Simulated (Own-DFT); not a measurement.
# Energy and forces against displacement in beta-Si3N4, 112 atoms (N64Si48)

These are calculations, not measurements. The program, named Own-DFT, is a retired in-house plane-wave density functional code that no person has reviewed. Each row is one single-point run on a periodic cell that was not relaxed, without spin or spin-orbit coupling.

Settings of every run: PBEsol; PseudoDojo norm-conserving scalar-relativistic files, made for PBE; cutoff 42 hartree; 2 x 2 x 4 k mesh centred on Gamma; Fermi-Dirac smearing of 0.1 eV.

Known limits, some of them of some rows only: some atoms lie very close together; forces on such cells moved up to 12 meV/angstrom on a denser k mesh; stress not checked against mesh or cutoff.

Cell vectors in Å: (15.212, 0.000, 0.000); (-7.606, 13.174, 0.000); (0.000, 0.000, 5.818). In each run every atom was moved at random and independently from its ideal site; u is the rms move along one axis. E is the free energy for each atom above the fitted value at u = 0, and F the rms of the force components.

```
run   u (Å)  E (meV/atom)  F (eV/Å)  largest force (eV/Å)  P (GPa)
  1  0.0192          14.9     0.847                  3.29     3.12
  2  0.0197          15.9     0.859                  3.35     3.08
  3  0.0198             ?         ?                     ?        ?
  4  0.0487         119.4     2.095                  7.16     5.70
  5  0.0493         107.1     2.042                  9.35     5.74
  6  0.0979         385.0     3.869                 20.66    12.31
  7  0.0995         402.2     3.873                 19.13    13.13
  8  0.1516        1143.2     8.792                 53.21    33.96
```

## Worked fit

For small independent moves the energy grows as E = (3/2) K u², with K the mean stiffness felt by one atom. The runs with u up to 0.11 Å give K = 28.7 ± 1.5 eV/Å², with residuals divided by u² + 0.0006 Å², since the noise grows with the moves. The scatter is 10.9 meV/atom at u = 0.05 Å. The forces follow F² = F0² + G² u², fitted to F/u, with G = 40.3 eV/Å² and F0 = 0.34 eV/Å. F0 is the force that atoms already bear on their ideal sites. G exceeds K because the moves of its neighbours add to the force on an atom, and stiffness differs between atoms. At u = 0.152 Å the parabola gives 990 meV/atom and the run 1143. The pressure follows P = 2.98 + 1008 u² GPa: at fixed volume, shortened bonds push harder than stretched ones pull.

## Withheld run

Question: what energy and rms force should run 3 give?

The fit gives 17 ± 4 meV/atom and about 0.87 eV/Å. The calculation gave 13.8 meV/atom and 0.831 eV/Å.
